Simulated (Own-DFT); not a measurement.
# Computed records: Al16O23 (corundum with two vacancies, atoms displaced)

All values are calculated (Own-DFT development build). A calculation, not a measurement: plane-wave PBE density functional theory by an unreviewed code, no spin, of a simulated periodic cell, stress positive in tension, free energy of the whole cell less one offset for each atom, defect cell not probed for a lower state with spin; oxygen file: force components 24 meV/angstrom off all-electron in one glass; forces on such cells passed a denser k mesh, this cell's mesh not checked; offsets are fitted by least squares, one for each functional and potential file, so energies compare only between cells with the same atoms and settings and are not formation energies; the far tail of each file's local potential was reset to the Coulomb form; each entry is a single point on an unrelaxed cell, so the pressure reflects the starting lattice, mostly measured values, from which strain is counted, and rises with the displacements; printed positions are rounded, which can move forces by about a meV/angstrom; the program is a retired in-house code; no spin-orbit coupling; before rounding, a Quantum ESPRESSO 7.3.1 run of the same cell and cutoff gave forces within 1 meV/angstrom rms on each cell, which checks the program and not the settings.

Settings shared by all entries: functional PBE; potential files PseudoDojo norm-conserving, scalar-relativistic, standard set; wave cutoff 72 hartree; occupations Fermi-Dirac; smearing width 0.1 eV; k mesh 3 x 3 x 3 centred on Gamma.

(1) 
```cif
# cell vector a (Å): 5.4940 0.0000 8.6604
# cell vector b (Å): -2.7470 4.7579 8.6604
# cell vector c (Å): -2.7470 -4.7579 8.6604
data_Al16O23
_symmetry_space_group_name_H-M 'P 1'
_symmetry_Int_Tables_number 1
_cell_length_a 10.2561
_cell_length_b 10.2560
_cell_length_c 10.2560
_cell_angle_alpha 55.280
_cell_angle_beta 55.280
_cell_angle_gamma 55.280
_cell_volume 679.15
loop_
_atom_site_label
_atom_site_type_symbol
_atom_site_fract_x
_atom_site_fract_y
_atom_site_fract_z
_atom_site_occupancy
Al1 Al 0.15624 0.18345 0.17624 1
Al2 Al 0.33076 0.31425 0.31869 1
Al3 Al 0.42929 0.42874 0.42365 1
Al4 Al 0.06324 0.07057 0.08816 1
O1 O 0.27590 0.45198 0.14550 1
O2 O 0.48565 0.12726 0.27688 1
O3 O 0.11223 0.29820 0.46462 1
O4 O 0.22964 0.01512 0.37881 1
O5 O 0.03403 0.37047 0.23709 1
O6 O 0.37463 0.20491 0.05127 1
Al5 Al 0.17454 0.16711 0.67855 1
Al6 Al 0.31049 0.32551 0.83031 1
Al7 Al 0.42667 0.42501 0.92578 1
Al8 Al 0.08173 0.07513 0.56372 1
O7 O 0.27881 0.47361 0.61910 1
O8 O 0.47661 0.12501 0.77458 1
O9 O 0.13137 0.26746 0.97771 1
O10 O 0.22378 0.01626 0.89068 1
O11 O 0.03428 0.36991 0.73593 1
O12 O 0.38967 0.21863 0.51958 1
Al9 Al 0.17929 0.67327 0.16958 1
Al10 Al 0.32640 0.81101 0.32861 1
Al11 Al 0.43622 0.92527 0.41984 1
Al12 Al 0.07703 0.55754 0.09494 1
O13 O 0.31308 0.96330 0.11146 1
O14 O 0.46503 0.63338 0.28045 1
O15 O 0.13949 0.75793 0.48369 1
O16 O 0.21875 0.53842 0.36606 1
O17 O 0.38559 0.73305 0.01414 1
Al13 Al 0.19111 0.66782 0.67591 1
Al14 Al 0.33016 0.82885 0.82011 1
Al15 Al 0.42881 0.94136 0.91223 1
Al16 Al 0.08020 0.57239 0.57039 1
O18 O 0.28053 0.97776 0.61456 1
O19 O 0.46112 0.62533 0.78792 1
O20 O 0.14102 0.77052 0.97939 1
O21 O 0.23532 0.51962 0.87400 1
O22 O 0.03248 0.86688 0.73285 1
O23 O 0.38306 0.72348 0.50543 1
Al17 Al 0.67259 0.17023 0.16704 1
Al18 Al 0.82663 0.31607 0.31783 1
Al19 Al 0.91835 0.42330 0.43689 1
Al20 Al 0.57270 0.07283 0.08135 1
O24 O 0.78588 0.47349 0.12491 1
O25 O 0.98176 0.12059 0.28432 1
O26 O 0.62455 0.27067 0.48192 1
O27 O 0.73214 0.03297 0.35134 1
O28 O 0.54672 0.35919 0.20713 1
O29 O 0.87263 0.23776 0.01434 1
Al21 Al 0.66824 0.17441 0.67263 1
Al22 Al 0.83620 0.31059 0.82769 1
Al23 Al 0.92216 0.43706 0.92307 1
Al24 Al 0.56483 0.06300 0.58966 1
O30 O 0.77321 0.47453 0.63075 1
O31 O 0.97157 0.11537 0.77138 1
O32 O 0.59582 0.30028 0.98098 1
O33 O 0.72149 0.02090 0.87020 1
O34 O 0.54171 0.36309 0.71505 1
O35 O 0.86218 0.20712 0.54909 1
Al25 Al 0.67007 0.67837 0.18689 1
Al26 Al 0.80230 0.80954 0.34938 1
Al27 Al 0.94728 0.90588 0.43757 1
Al28 Al 0.57209 0.57266 0.07195 1
O36 O 0.77883 0.97127 0.12737 1
O37 O 0.96476 0.61881 0.28032 1
O38 O 0.62196 0.76362 0.47553 1
O39 O 0.73788 0.53406 0.35047 1
O40 O 0.52549 0.85986 0.24204 1
O41 O 0.87019 0.71751 0.04991 1
Al29 Al 0.67578 0.67307 0.67931 1
Al30 Al 0.82817 0.82227 0.82511 1
Al31 Al 0.92551 0.93254 0.92188 1
Al32 Al 0.58530 0.56418 0.57231 1
O42 O 0.77173 0.97049 0.63656 1
O43 O 0.97209 0.61850 0.78112 1
O44 O 0.62322 0.76367 0.98418 1
O45 O 0.73137 0.52321 0.85777 1
O46 O 0.54212 0.87079 0.71042 1
_calc_free_energy_of_cell_above_offsets '-42.379'  # eV
_calc_pressure 12.17  # GPa
_calc_stress_xx -11.6  # GPa
_calc_stress_yy -12.75  # GPa
_calc_stress_zz -12.16  # GPa
_calc_stress_yz 0.07  # GPa
_calc_stress_xz -0.87  # GPa
_calc_stress_xy -0.57  # GPa
```

Force:
| element | x (eV/Å) | y (eV/Å) | z (eV/Å) |
| --- | --- | --- | --- |
| Al | 4.138 | -1.364 | 3.735 |
| Al | -1.187 | -0.944 | 2.466 |
| Al | 0.779 | -0.213 | -0.641 |
| Al | 1.167 | -0.809 | -1.335 |
| O | -0.018 | 4.029 | -1.149 |
| O | -0.813 | -2.925 | -3.423 |
| O | 2.084 | -3.463 | 1.394 |
| O | -1.481 | 1.265 | 0.001 |
| O | 0.739 | -1.103 | -3.075 |
| O | -0.769 | 2.319 | -0.828 |
| Al | -0.062 | 1.1 | 1.853 |
| Al | 2.425 | 0.21 | 0.96 |
| Al | -1.846 | 0.463 | -1.521 |
| Al | -0.84 | -0.489 | -1.526 |
| O | 0.236 | -1.848 | 0.703 |
| O | -1.533 | 0.416 | -0.592 |
| O | -1.772 | 0.599 | -0.814 |
| O | 0.11 | 3.224 | -1.461 |
| O | 2.075 | 0.86 | -2.071 |
| O | -2.316 | -0.279 | -1.371 |
| Al | -0.648 | 0.011 | 1.989 |
| Al | -0.835 | 3.588 | 1.13 |
| Al | -1.071 | -0.066 | -1.802 |
| Al | -0.606 | 2.384 | -0.568 |
| O | -3.442 | -0.804 | 0.01 |
| O | 3.16 | -2.484 | -2.622 |
| O | -1.824 | 1.472 | -0.407 |
| O | 1.031 | -1.454 | 0.648 |
| O | -0.021 | -1.823 | -1.278 |
| Al | -0.733 | 0.571 | 0.397 |
| Al | -0.18 | -1.498 | -0.415 |
| Al | 0.079 | -4.459 | 0.317 |
| Al | -0.498 | -0.526 | -0.998 |
| O | -0.069 | -0.758 | 1.17 |
| O | 1.136 | 1.294 | -0.166 |
| O | -1.272 | 1.127 | -2.25 |
| O | -1.128 | -0.447 | -0.519 |
| O | 1.155 | 0.227 | -0.664 |
| O | -0.702 | -4.691 | 2.498 |
| Al | 1.496 | 0.446 | 3.222 |
| Al | -2.349 | -0.298 | 1.674 |
| Al | -0.245 | 0.912 | -1.301 |
| Al | 0.641 | 0.026 | -2.519 |
| O | 0.394 | -0.28 | -1.564 |
| O | -0.664 | -0.78 | -1.47 |
| O | 0.558 | 2.276 | -1.096 |
| O | -0.595 | -2.994 | 1.298 |
| O | -3.387 | 1.557 | 2.986 |
| O | 0.463 | -2.986 | 0.011 |
| Al | 0.633 | -1.264 | 1.245 |
| Al | -1.845 | 1.912 | -0.319 |
| Al | -0.057 | -1.455 | -1.08 |
| Al | 2.888 | 4.235 | 0.958 |
| O | 1.179 | -0.341 | -0.922 |
| O | -0.559 | 1.529 | 3.053 |
| O | 5.87 | -2.063 | 1.064 |
| O | -1.318 | -0.96 | 2.052 |
| O | -2.595 | 0.746 | 1.169 |
| O | 2.425 | 2.65 | 1.483 |
| Al | 1.072 | 2.421 | -1.959 |
| Al | 3.308 | 2.777 | 2.554 |
| Al | -1.67 | 1.381 | -2.069 |
| Al | 0.465 | 0.337 | 0.159 |
| O | 0.533 | 0.894 | -1.023 |
| O | -1.009 | 0.438 | 2.514 |
| O | -1.353 | -0.32 | 0.658 |
| O | -1.558 | -5.401 | 1.699 |
| O | 0.937 | 3.495 | 1.807 |
| O | 1.65 | 1.908 | -0.352 |
| Al | 0.959 | -0.345 | -0.305 |
| Al | -0.75 | -1.589 | 0.129 |
| Al | 0.44 | -3.414 | -1.536 |
| Al | -1.049 | 0.113 | -1.766 |
| O | 2.293 | 0.324 | -1.974 |
| O | 0.077 | 1.548 | 1.558 |
| O | 1.292 | 2.051 | 0.713 |
| O | -1.593 | -1.352 | 2.215 |
| O | -1.627 | -0.843 | -0.737 |

(2) 
```cif
# cell vector a (Å): 5.4940 0.0000 8.6604
# cell vector b (Å): -2.7470 4.7579 8.6604
# cell vector c (Å): -2.7470 -4.7579 8.6604
data_Al16O23
_symmetry_space_group_name_H-M 'P 1'
_symmetry_Int_Tables_number 1
_cell_length_a 10.2561
_cell_length_b 10.2560
_cell_length_c 10.2560
_cell_angle_alpha 55.280
_cell_angle_beta 55.280
_cell_angle_gamma 55.280
_cell_volume 679.15
loop_
_atom_site_label
_atom_site_type_symbol
_atom_site_fract_x
_atom_site_fract_y
_atom_site_fract_z
_atom_site_occupancy
Al1 Al 0.18117 0.17454 0.17605 1
Al2 Al 0.33312 0.32730 0.31408 1
Al3 Al 0.42196 0.43256 0.41947 1
Al4 Al 0.08005 0.07370 0.08570 1
O1 O 0.30836 0.45900 0.11750 1
O2 O 0.46396 0.12582 0.26803 1
O3 O 0.11813 0.27976 0.48573 1
O4 O 0.21718 0.03203 0.38533 1
O5 O 0.02123 0.37598 0.23229 1
O6 O 0.38239 0.20983 0.02473 1
Al5 Al 0.18262 0.17856 0.68220 1
Al6 Al 0.32073 0.31033 0.84344 1
Al7 Al 0.41973 0.41691 0.93340 1
Al8 Al 0.07815 0.07126 0.56896 1
O7 O 0.28949 0.47628 0.60379 1
O8 O 0.48996 0.11185 0.75993 1
O9 O 0.11359 0.28149 0.97346 1
O10 O 0.02039 0.37723 0.72528 1
O11 O 0.37509 0.23513 0.51225 1
Al9 Al 0.17107 0.66162 0.18342 1
Al10 Al 0.31926 0.83605 0.33024 1
Al11 Al 0.41581 0.93053 0.43422 1
Al12 Al 0.07375 0.58353 0.05311 1
O12 O 0.29279 0.96113 0.11025 1
O13 O 0.47125 0.62822 0.28042 1
O14 O 0.12812 0.78053 0.47200 1
O15 O 0.22625 0.53556 0.36482 1
O16 O 0.01839 0.87908 0.22177 1
Al13 Al 0.18962 0.65745 0.67420 1
Al14 Al 0.32845 0.82931 0.80224 1
Al15 Al 0.42706 0.92678 0.92945 1
Al16 Al 0.08213 0.56956 0.57144 1
O17 O 0.29212 0.95774 0.62005 1
O18 O 0.48395 0.62821 0.76171 1
O19 O 0.10957 0.78504 0.98456 1
O20 O 0.21082 0.52983 0.87368 1
O21 O 0.04138 0.86272 0.72531 1
O22 O 0.37144 0.72070 0.54922 1
Al17 Al 0.68070 0.16316 0.17807 1
Al18 Al 0.80897 0.34388 0.32870 1
Al19 Al 0.91538 0.43460 0.42630 1
Al20 Al 0.56319 0.08125 0.07457 1
O23 O 0.78257 0.44537 0.14118 1
O24 O 0.98561 0.11314 0.28691 1
O25 O 0.61128 0.28334 0.48015 1
O26 O 0.71765 0.03279 0.37350 1
O27 O 0.52484 0.36256 0.22119 1
O28 O 0.86660 0.22573 0.03008 1
Al21 Al 0.67206 0.18291 0.68378 1
Al22 Al 0.82883 0.33929 0.81578 1
Al23 Al 0.91939 0.43602 0.93700 1
Al24 Al 0.58574 0.08377 0.55936 1
O29 O 0.76361 0.48980 0.61313 1
O30 O 0.96694 0.12577 0.78030 1
O31 O 0.60672 0.29275 0.97456 1
O32 O 0.70617 0.02782 0.89581 1
O33 O 0.52496 0.36769 0.72705 1
O34 O 0.86808 0.22224 0.53227 1
Al25 Al 0.70182 0.65620 0.16459 1
Al26 Al 0.82209 0.82137 0.30909 1
Al27 Al 0.95202 0.90882 0.42293 1
Al28 Al 0.56782 0.56979 0.08113 1
O35 O 0.77176 0.96099 0.12982 1
O36 O 0.97427 0.64308 0.26182 1
O37 O 0.63177 0.77328 0.45953 1
O38 O 0.71941 0.51947 0.37533 1
O39 O 0.51201 0.85518 0.22997 1
O40 O 0.85315 0.73164 0.04371 1
Al29 Al 0.68403 0.67409 0.66707 1
Al30 Al 0.81424 0.84340 0.80238 1
Al31 Al 0.92016 0.92612 0.92957 1
Al32 Al 0.57069 0.57969 0.55750 1
O41 O 0.77993 0.97382 0.62539 1
O42 O 0.96348 0.62656 0.78871 1
O43 O 0.62448 0.76500 0.97976 1
O44 O 0.71524 0.53614 0.87469 1
O45 O 0.53041 0.88612 0.72664 1
O46 O 0.87893 0.73145 0.52601 1
_calc_free_energy_of_cell_above_offsets '-41.376'  # eV
_calc_pressure 13.47  # GPa
_calc_stress_xx -13.69  # GPa
_calc_stress_yy -14.48  # GPa
_calc_stress_zz -12.24  # GPa
_calc_stress_yz 3.48  # GPa
_calc_stress_xz 0.9  # GPa
_calc_stress_xy -0.23  # GPa
```

Force:
| element | x (eV/Å) | y (eV/Å) | z (eV/Å) |
| --- | --- | --- | --- |
| Al | -2.124 | -0.957 | 0.238 |
| Al | -0.836 | -2.46 | -0.465 |
| Al | 1.925 | 0.408 | -0.435 |
| Al | -0.274 | 0.493 | -3.909 |
| O | -4.045 | 1.333 | -1.832 |
| O | -0.29 | -1.227 | 0.549 |
| O | 0.653 | 1.302 | -0.84 |
| O | 2.157 | 1.636 | -2.115 |
| O | 1.488 | 1.533 | 0.073 |
| O | -3.009 | 0.793 | -1.445 |
| Al | -0.162 | -0.745 | -0.41 |
| Al | 2.218 | 2.26 | -2.526 |
| Al | 1.788 | 3.173 | 1.431 |
| Al | -3.454 | -1.342 | 2.126 |
| O | -3.244 | -2.585 | 1.647 |
| O | -4.208 | -0.555 | 3.209 |
| O | 1.596 | -0.412 | 2.285 |
| O | 0.584 | 1.437 | 1.447 |
| O | -0.176 | -1.72 | -0.027 |
| Al | 1.089 | 3.798 | 1.938 |
| Al | 1.395 | -1.33 | -2.639 |
| Al | 4.049 | 1.116 | -0.676 |
| Al | -2.73 | -1.055 | 1.607 |
| O | -4.717 | -1.193 | 2.907 |
| O | 0.654 | -1.343 | -1.364 |
| O | 1.854 | -1.46 | 1.289 |
| O | -0.886 | -1.14 | -0.032 |
| O | 0.885 | 0.135 | 1.105 |
| Al | -1.765 | 1.991 | 0.21 |
| Al | -0.385 | -3.735 | 3.044 |
| Al | 3.707 | 0.929 | -3.468 |
| Al | -0.885 | -0.091 | -1.065 |
| O | -3.165 | 1.799 | 0.589 |
| O | -1.92 | -1.216 | -0.385 |
| O | 2.621 | 0.722 | -1.112 |
| O | 1.915 | -2.024 | 0.422 |
| O | -1.458 | 0.405 | -0.528 |
| O | -0.662 | 1.334 | -2.458 |
| Al | -0.245 | 1.417 | 0.216 |
| Al | 2.539 | -5.71 | -1.948 |
| Al | 1.799 | -0.735 | 1.333 |
| Al | 1.467 | -2.76 | 1.493 |
| O | -1.121 | 2.818 | -0.098 |
| O | 0.117 | 0.884 | 0.137 |
| O | 1.719 | 1.387 | 1.022 |
| O | 0.642 | -0.233 | -0.476 |
| O | 0.784 | 1.243 | 2.776 |
| O | 0.793 | -0.147 | 0.556 |
| Al | 1.05 | -0.68 | -1.541 |
| Al | -1.039 | -2.143 | -1.676 |
| Al | 0.393 | 0.228 | -3.127 |
| Al | -0.71 | -0.989 | -1.126 |
| O | 2.191 | -1.748 | 0.786 |
| O | 0.034 | -0.037 | -0.303 |
| O | 3.196 | -1.062 | 0.257 |
| O | 2.592 | 2.213 | -2.034 |
| O | -1.979 | 1.112 | 0.726 |
| O | 0.395 | 0.205 | 0.569 |
| Al | -6.216 | 0.055 | -2.571 |
| Al | -1.564 | -0.286 | 3.416 |
| Al | -3.829 | 1.958 | -2.282 |
| Al | -1.318 | 1.024 | -1.474 |
| O | -1.265 | 2.196 | 0.229 |
| O | 0.93 | -4.341 | -2.847 |
| O | -0.857 | 0.91 | 0.18 |
| O | -1.031 | 1.388 | 1.783 |
| O | 1.165 | 2.377 | 4.309 |
| O | 4.844 | 1.418 | 1.725 |
| Al | -2.048 | 0.789 | 0.952 |
| Al | 0.172 | -5.306 | 1.896 |
| Al | -0.131 | 1.069 | 0.242 |
| Al | -0.403 | -1.865 | 2.245 |
| O | 1.244 | 3.672 | -1.148 |
| O | 1.231 | 0.803 | 0.292 |
| O | 1.218 | 0.897 | 0.792 |
| O | 1.01 | -0.295 | 0.13 |
| O | 1.5 | -0.227 | -2.898 |
| O | 0.549 | -1.506 | -0.898 |

(3) 
```cif
# cell vector a (Å): 5.4940 0.0000 8.6604
# cell vector b (Å): -2.7470 4.7579 8.6604
# cell vector c (Å): -2.7470 -4.7579 8.6604
data_Al16O23
_symmetry_space_group_name_H-M 'P 1'
_symmetry_Int_Tables_number 1
_cell_length_a 10.2561
_cell_length_b 10.2560
_cell_length_c 10.2560
_cell_angle_alpha 55.280
_cell_angle_beta 55.280
_cell_angle_gamma 55.280
_cell_volume 679.15
loop_
_atom_site_label
_atom_site_type_symbol
_atom_site_fract_x
_atom_site_fract_y
_atom_site_fract_z
_atom_site_occupancy
Al1 Al 0.18611 0.17598 0.15619 1
Al2 Al 0.31154 0.34233 0.31685 1
Al3 Al 0.42648 0.44658 0.43240 1
Al4 Al 0.07602 0.07850 0.08869 1
O1 O 0.27463 0.46250 0.14511 1
O2 O 0.45818 0.13836 0.28582 1
O3 O 0.13392 0.29116 0.46296 1
O4 O 0.23214 0.01705 0.36838 1
O5 O 0.03953 0.37767 0.21152 1
O6 O 0.36590 0.21993 0.02804 1
Al5 Al 0.17093 0.16300 0.67230 1
Al6 Al 0.33361 0.33029 0.80443 1
Al7 Al 0.44016 0.42438 0.91277 1
Al8 Al 0.06271 0.08714 0.57584 1
O7 O 0.26863 0.46701 0.63887 1
O8 O 0.47958 0.12749 0.76294 1
O9 O 0.13138 0.26574 0.98791 1
O10 O 0.22187 0.03917 0.88026 1
O11 O 0.03017 0.37700 0.72812 1
O12 O 0.37004 0.22780 0.53167 1
Al9 Al 0.18410 0.66538 0.16863 1
Al10 Al 0.34251 0.80588 0.30896 1
Al11 Al 0.42253 0.91571 0.43113 1
Al12 Al 0.07889 0.57879 0.07161 1
O13 O 0.27278 0.96766 0.13206 1
O14 O 0.47044 0.65135 0.26532 1
O15 O 0.11254 0.78314 0.47336 1
O16 O 0.22322 0.53202 0.37849 1
O17 O 0.02756 0.87233 0.23139 1
O18 O 0.37156 0.72473 0.02738 1
Al13 Al 0.16410 0.68614 0.68326 1
Al14 Al 0.33483 0.82891 0.81115 1
Al15 Al 0.41659 0.92863 0.93143 1
Al16 Al 0.08754 0.55208 0.58751 1
O19 O 0.27380 0.95710 0.63670 1
O20 O 0.49374 0.60972 0.76958 1
O21 O 0.15327 0.76436 0.96766 1
O22 O 0.20662 0.53220 0.88689 1
O23 O 0.03544 0.87947 0.71547 1
O24 O 0.37067 0.70399 0.53022 1
Al17 Al 0.67915 0.17442 0.17372 1
Al18 Al 0.82660 0.33057 0.32725 1
Al19 Al 0.91992 0.41710 0.43669 1
Al20 Al 0.56689 0.06546 0.08132 1
O25 O 0.78348 0.46793 0.11788 1
O26 O 0.97121 0.13468 0.26879 1
O27 O 0.62248 0.26420 0.47759 1
O28 O 0.53044 0.38049 0.21817 1
O29 O 0.88204 0.23065 0.02472 1
Al21 Al 0.66958 0.17766 0.67286 1
Al22 Al 0.81883 0.33920 0.82666 1
Al23 Al 0.92104 0.42169 0.93429 1
Al24 Al 0.58205 0.06134 0.58037 1
O30 O 0.77061 0.47064 0.63607 1
O31 O 0.96618 0.12082 0.77117 1
O32 O 0.60684 0.29769 0.98198 1
O33 O 0.73046 0.00954 0.87570 1
O34 O 0.52903 0.37264 0.71640 1
O35 O 0.85137 0.24072 0.52810 1
Al25 Al 0.68356 0.67599 0.17512 1
Al26 Al 0.83746 0.81918 0.33153 1
Al27 Al 0.92479 0.93371 0.41558 1
Al28 Al 0.58329 0.56488 0.06170 1
O36 O 0.76431 0.98609 0.12819 1
O37 O 0.96638 0.61701 0.28121 1
O38 O 0.61245 0.78570 0.48717 1
O39 O 0.74362 0.51921 0.36217 1
O40 O 0.53931 0.87883 0.20835 1
O41 O 0.86259 0.71952 0.02663 1
Al29 Al 0.68239 0.67734 0.65558 1
Al30 Al 0.83135 0.82061 0.81163 1
Al31 Al 0.93530 0.91745 0.92238 1
Al32 Al 0.56495 0.57545 0.56322 1
O42 O 0.77778 0.97773 0.63163 1
O43 O 0.97513 0.62475 0.76355 1
O44 O 0.61005 0.78179 0.97858 1
O45 O 0.69754 0.53625 0.88691 1
O46 O 0.52018 0.87165 0.73599 1
_calc_free_energy_of_cell_above_offsets '-39.315'  # eV
_calc_pressure 14.18  # GPa
_calc_stress_xx -13.83  # GPa
_calc_stress_yy -14.99  # GPa
_calc_stress_zz -13.73  # GPa
_calc_stress_yz 0.7  # GPa
_calc_stress_xz 1.61  # GPa
_calc_stress_xy 0.15  # GPa
```

Force:
| element | x (eV/Å) | y (eV/Å) | z (eV/Å) |
| --- | --- | --- | --- |
| Al | -2.504 | -3.456 | 3.115 |
| Al | 3.534 | -5.559 | 5.02 |
| Al | 1.895 | -0.716 | -4.015 |
| Al | 1.044 | 1.043 | -3.751 |
| O | 0.494 | 6.512 | -3.679 |
| O | 1.645 | -1.317 | -1.51 |
| O | -3.523 | -3.313 | -3.191 |
| O | -1.454 | -0.248 | 1.029 |
| O | -0.846 | -1.765 | -0.448 |
| O | 3.799 | 1.781 | 2.553 |
| Al | 0.679 | 0.735 | 4.804 |
| Al | -1.2 | -4.622 | 0.478 |
| Al | -2.486 | -0.799 | -0.405 |
| Al | 2.318 | 0.372 | -2.824 |
| O | 1.032 | 2.566 | 0.259 |
| O | -2.006 | -1.627 | 0.973 |
| O | -0.136 | 4.917 | -2.329 |
| O | -0.362 | 0.294 | -2.174 |
| O | -0.519 | -1.896 | -2.502 |
| O | 0.079 | -0.822 | -0.632 |
| Al | -0.79 | -0.07 | 2.965 |
| Al | -12.45 | 4.62 | 5.19 |
| Al | -0.929 | 2.515 | 0.899 |
| Al | -0.835 | -2.144 | -1.02 |
| O | 0.913 | 0.057 | 0.177 |
| O | 9.673 | -7.481 | -5.167 |
| O | 1.456 | -0.627 | 0.811 |
| O | -0.09 | 0.628 | 0.148 |
| O | 1.033 | 0.915 | -1.184 |
| O | 0.286 | -0.835 | 0.068 |
| Al | 1.145 | -0.204 | -1.362 |
| Al | 0.61 | -2.818 | 1.467 |
| Al | 0.833 | 0.132 | -0.156 |
| Al | -1.078 | 3.595 | -1.006 |
| O | -0.16 | 2.187 | -0.74 |
| O | -3.121 | 1.033 | -0.804 |
| O | -3.325 | 0.671 | -2.498 |
| O | 2.58 | 1.636 | -0.616 |
| O | -0.856 | -0.646 | -0.203 |
| O | 0.572 | 1.11 | 1.06 |
| Al | -2.094 | -0.34 | 0.902 |
| Al | 2.112 | 0.481 | -3.533 |
| Al | 0.899 | 1.881 | 2.06 |
| Al | -0.023 | 3.127 | 1.833 |
| O | -2.135 | -0.78 | 1.789 |
| O | -1.565 | -1.884 | 0.97 |
| O | 0.232 | 3.178 | 2.075 |
| O | -0.417 | -0.586 | 0.575 |
| O | -0.479 | -1.071 | -2.266 |
| Al | 0.511 | -2.017 | -0.011 |
| Al | -0.303 | -1.048 | -0.48 |
| Al | 1.787 | 0.929 | 0.968 |
| Al | -0.735 | 1.541 | -1.951 |
| O | 2.601 | 0.746 | -1.51 |
| O | -0.849 | 0.714 | 2.373 |
| O | 3.289 | -1.013 | -0.197 |
| O | -1.801 | 1.536 | 1.426 |
| O | -0.656 | 0.439 | 0.377 |
| O | 2.856 | -1.685 | 1.761 |
| Al | -0.711 | 0.891 | -2.451 |
| Al | -1.273 | 0.102 | -0.789 |
| Al | -1.043 | -1.234 | 0.866 |
| Al | -5.653 | -1.252 | 3.274 |
| O | 2.559 | -0.841 | -0.36 |
| O | -0.438 | 1.546 | 1.409 |
| O | 0.95 | 2.06 | -3.009 |
| O | -4.399 | 0.948 | 0.388 |
| O | -1.008 | -4.003 | -0.623 |
| O | 3.856 | 1.149 | 3.1 |
| Al | -0.488 | -1.399 | 3.103 |
| Al | -2.422 | -1.495 | -0.011 |
| Al | -1.677 | -0.162 | -0.302 |
| Al | 0.981 | -1.283 | 2.313 |
| O | 1.807 | 1.015 | -1.828 |
| O | -1.865 | -1.287 | 1.378 |
| O | 2.077 | 0.414 | 0.615 |
| O | 6.93 | 3.069 | -2.63 |
| O | 1.642 | 1.259 | -0.409 |
